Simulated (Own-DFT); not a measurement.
# Strain and stress in C40 NbSi2, 36 atoms (Nb12Si24)

Calculated results; nothing here was measured. The program, named Own-DFT, is a retired in-house plane-wave density functional code that no person has reviewed. Each row is one single-point run on a periodic cell that was not relaxed, without spin or spin-orbit coupling.

Settings of every run: PBE; PseudoDojo norm-conserving scalar-relativistic files; cutoff 42 hartree; 4 x 4 x 5 k mesh centred on Gamma; cold (Marzari-Vanderbilt) smearing of 0.2 eV.

Known limits: forces on such cells failed a check on a denser k mesh; stress not checked against mesh or cutoff.

Unstrained cell vectors in Å: (0.000, 8.324, 0.000); (-9.613, 0.000, 0.000); (0.000, 0.000, 6.586). The unstrained cell was taken from the Materials Project. The random moves and any unrelaxed bonds add to the pressure at no strain. Each run strains this cell uniformly, with the atoms carried along. Every atom was also moved at random, by a Gaussian of width 0.05 Å on each axis. Strain is the symmetric tensor, in per cent. Stress is positive in tension, and the pressure is minus a third of its trace.

```
run  e_xx (%)  e_yy (%)  e_zz (%)  e_yz (%)  e_xz (%)  e_xy (%)  s_xx (GPa)  s_yy (GPa)  s_zz (GPa)  s_yz (GPa)  s_xz (GPa)  s_xy (GPa)  P (GPa)  E (meV/atom)
  1      1.83     -1.25     -0.10      1.93     -1.63     -0.34        3.49       -6.23       -4.85        5.44       -5.21       -1.22     2.53          27.8
  2      1.60      1.28      0.55     -0.49      1.78      0.62        4.84        3.56        1.06       -1.37        4.51        1.66    -3.15           3.7
  3     -0.37     -1.57      0.72     -0.65      1.72      1.10       -5.12       -7.48       -2.69       -2.49        5.69        3.27     5.10          23.7
  4      0.07     -0.60      1.89     -1.36      0.58      1.34       -0.94       -3.06        3.96       -4.48        1.25        4.11     0.02           8.6
  5     -0.47     -0.96      0.49      1.86     -1.65      0.05       -4.59       -6.35       -3.05        5.83       -4.70        0.18     4.66          24.2
  6     -0.52      0.35      0.65     -1.79     -1.92      0.48       -3.39       -1.02       -1.35       -5.30       -5.89        1.12     1.92          13.3
  7     -1.05      1.79      0.42     -0.38      1.26     -0.85       -4.72        3.38       -1.26       -1.34        3.61       -2.43     0.87          11.5
  8      0.39      1.17      1.36      1.68      0.80      0.23        0.70        2.79        2.48        5.15        2.65        0.70    -1.99          18.6
  9      0.50      1.88     -1.35      0.98     -1.27     -0.31        0.01        2.81       -7.85        2.98       -3.51       -1.12     1.67          13.2
 10     -1.33     -1.59     -0.87     -1.38     -1.00     -0.32      -10.04      -10.56      -10.94       -4.49       -3.49       -1.13    10.51          39.5
 11      0.98      1.25      1.94      0.31     -0.68     -0.59        3.15        4.49        6.38        1.15       -1.88       -1.47    -4.67           0.0
 12      1.03      1.57      0.65      1.40     -0.70      1.09        3.15        3.71        1.08        4.43       -1.73        2.47    -2.65          11.0
 13     -0.35      1.49     -1.36     -1.79      1.49      0.20       -3.99        1.83       -9.09       -6.33        4.94        0.36     3.75          14.6
 14      0.14      1.66     -0.22      1.83     -0.06      1.91       -1.20        3.19       -3.56        5.81       -0.26        5.33     0.52          15.6
 15      1.31      0.05      0.94      0.36      1.25     -1.92        2.24       -0.11        1.21        1.24        3.18       -5.83    -1.11          11.6
 16     -1.42     -1.03     -0.90     -0.78      0.50      2.00           ?           ?           ?           ?           ?           ?        ?             ?
```

E is the free energy for each atom above the lowest run shown.

## Worked fit

Each stress component was fitted by least squares to a constant and the strains of the runs shown, as fractions, with shears doubled. Shear strains stay in the fit of a normal stress only where such slopes are resolved. The slopes, in GPa:

| stress | at no strain | per e_xx | per e_yy | per e_zz | scatter |
|---|---|---|---|---|---|
| s_xx | -2.7 | 375 ± 12 | 83 ± 9 | 77 ± 11 | 0.42 |
| s_yy | -2.7 | 69 ± 13 | 360 ± 9 | 96 ± 12 | 0.42 |
| s_zz | -4.2 | 76 ± 10 | 99 ± 7 | 448 ± 9 | 0.34 |

Each shear stress against twice its own strain: yz 156 ± 3, xz 150 ± 5, xy 144 ± 3 GPa. These are stiffnesses along x, y and z of the frame in which the cell vectors are given, which need not be the crystal's axes. The atoms are held to the strained lattice; where symmetry lets them move under strain, relaxing them would lower some slopes. The table should be nearly symmetric about its diagonal, and what it lacks of that shows the noise. A ninth of its sum, 187 ± 4 GPa, estimates the bulk modulus near the mean pressure of these runs, 1.2 GPa.

## Withheld run

Question: what normal stresses and pressure should run 16 give?

The fit gives s_xx = -9.5, s_yy = -8.3, s_zz = -10.3 and P = 9.4 GPa. The calculation gave -10.15, -7.58, -10.07 and P = 9.27 GPa.
